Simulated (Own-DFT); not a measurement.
# What a defect does to the pressure of its cell: C11b WSi2

No measurement is shown. These are fixed-geometry runs of a retired plane-wave code named Own-DFT, which no person has reviewed; spin and spin-orbit coupling are neglected.

Settings: PBE; PseudoDojo norm-conserving scalar-relativistic files; cutoff 50 hartree; 5 x 5 x 5 k mesh centred on Gamma; cold (Marzari-Vanderbilt) smearing of 0.2 eV.

Limits: forces on such cells failed a check on a denser k mesh; stress not checked against mesh or cutoff.

All runs share one cell, with vectors in Å (-2.148, -5.953, 3.409); (-6.444, 2.976, 1.136); (-2.553, -2.948, -6.757) and a volume of 403.2 Å³. Atoms were moved at random from their sites; u is the rms move along one axis. The defect's site can differ from row to row.

| cell | formula | u (Å) | P (GPa) |
|---|---|---|---|
| no defect | Si20W10 | 0.0209 | 4.68 |
| no defect | Si20W10 | 0.0440 | 5.33 |
| no defect | Si20W10 | 0.0520 | 5.83 |
| one Si vacancy | Si19W10 | 0.0273 | 3.37 |
| one Si vacancy | Si19W10 | 0.0276 | 3.42 |
| one Si vacancy | Si19W10 | 0.0496 | 4.06 |
| one W on a Si site | Si19W11 | 0.0302 | 9.98 |
| one W on a Si site | Si19W11 | 0.0315 | 9.72 |
| one W on a Si site | Si19W11 | 0.0507 | ? |
| one W on a Si site | Si19W11 | 0.0521 | 11.14 |
| one Si on a W site | Si21W9 | 0.0282 | 6.31 |
| one Si on a W site | Si21W9 | 0.0288 | 6.09 |
| one Si on a W site | Si21W9 | 0.0483 | 7.42 |

## Working it out

P = P0 + c u² + a shift for each defect gives P0 = 4.29 GPa, c = 588 ± 73 GPa/Å² and a scatter of 0.21 GPa. The shifts, and each times the cell's volume:

- one W on a Si site: 5.09 ± 0.17 GPa, 12.8 eV
- one Si on a W site: 1.55 ± 0.17 GPa, 3.9 eV
- one Si vacancy: -1.44 ± 0.17 GPa, -3.6 eV

Positive is outwards. The product with the volume (160.2 GPa Å³ to the eV) is nearly free of the cell's size; divided by the bulk modulus at the cell's pressure it gives the volume that the defect adds. The atoms around the defects weren't relaxed, which would change these numbers.

## Prediction

Question: what pressure belongs in the blank (one W on a Si site, u = 0.0507 Å)?

From the fit: 10.88 ± 0.25 GPa. The run itself gave 11.05 GPa.
